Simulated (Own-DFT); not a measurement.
# Which defects push the lattice out? D0_22 TiAl3

Calculated, not measured: single-point runs of Own-DFT, a retired in-house plane-wave DFT program that no person has reviewed, on unrelaxed cells, without spin or spin-orbit coupling.

Method: PBEsol; PseudoDojo norm-conserving scalar-relativistic files, made for PBE; cutoff 42 hartree; 4 x 4 x 4 k mesh centred on Gamma; cold (Marzari-Vanderbilt) smearing of 0.2 eV.

Keep in mind: forces on such cells failed a check on a denser k mesh; stress not checked against mesh or cutoff.

All runs share one cell, with vectors in Å (-2.365, -6.981, 4.326); (-7.667, 3.491, 1.442); (-2.950, -3.488, -7.241) and a volume of 625.4 Å³. u is the rms random offset of the atoms per axis. The defect's site can differ from row to row.

```
                     cell   formula   u (Å)  P (GPa)
                no defect  Al30Ti10  0.0195     0.07
                no defect  Al30Ti10  0.0516     0.80
                no defect  Al30Ti10  0.0517     0.74
 two Al on a Ti site each   Al32Ti8  0.0270        ?
 two Al on a Ti site each   Al32Ti8  0.0336     1.29
 two Al on a Ti site each   Al32Ti8  0.0514     1.72
 two Al on a Ti site each   Al32Ti8  0.0520     1.78
two Ti on an Al site each  Al28Ti12  0.0310     1.21
two Ti on an Al site each  Al28Ti12  0.0321     1.23
two Ti on an Al site each  Al28Ti12  0.0486     1.70
         two Al vacancies  Al28Ti10  0.0298    -0.68
         two Al vacancies  Al28Ti10  0.0299    -0.42
         two Al vacancies  Al28Ti10  0.0496    -0.20
```

## Worked fit

P = P0 + c u² + a shift for each defect gives P0 = -0.02 GPa, c = 293 ± 30 GPa/Å² and a scatter of 0.08 GPa. The shifts, and each times the cell's volume:

- two Al on a Ti site each: 0.98 ± 0.07 GPa, 3.8 eV (1.9 eV for each of its 2 sites)
- two Ti on an Al site each: 0.98 ± 0.07 GPa, 3.8 eV (1.9 eV for each of its 2 sites)
- two Al vacancies: -0.83 ± 0.07 GPa, -3.2 eV (-1.6 eV for each of its 2 sites)

Positive is outwards. The product with the volume (160.2 GPa Å³ to the eV) is nearly free of the cell's size; divided by the bulk modulus at the cell's pressure it gives the volume that the defect adds. The atoms around the defects weren't relaxed, which would change these numbers.

## Withheld run

Asked: what pressure belongs in the blank (two Al on a Ti site each, u = 0.0270 Å)?

The fit gives 1.18 ± 0.11 GPa. DFT gave 1.16 GPa.
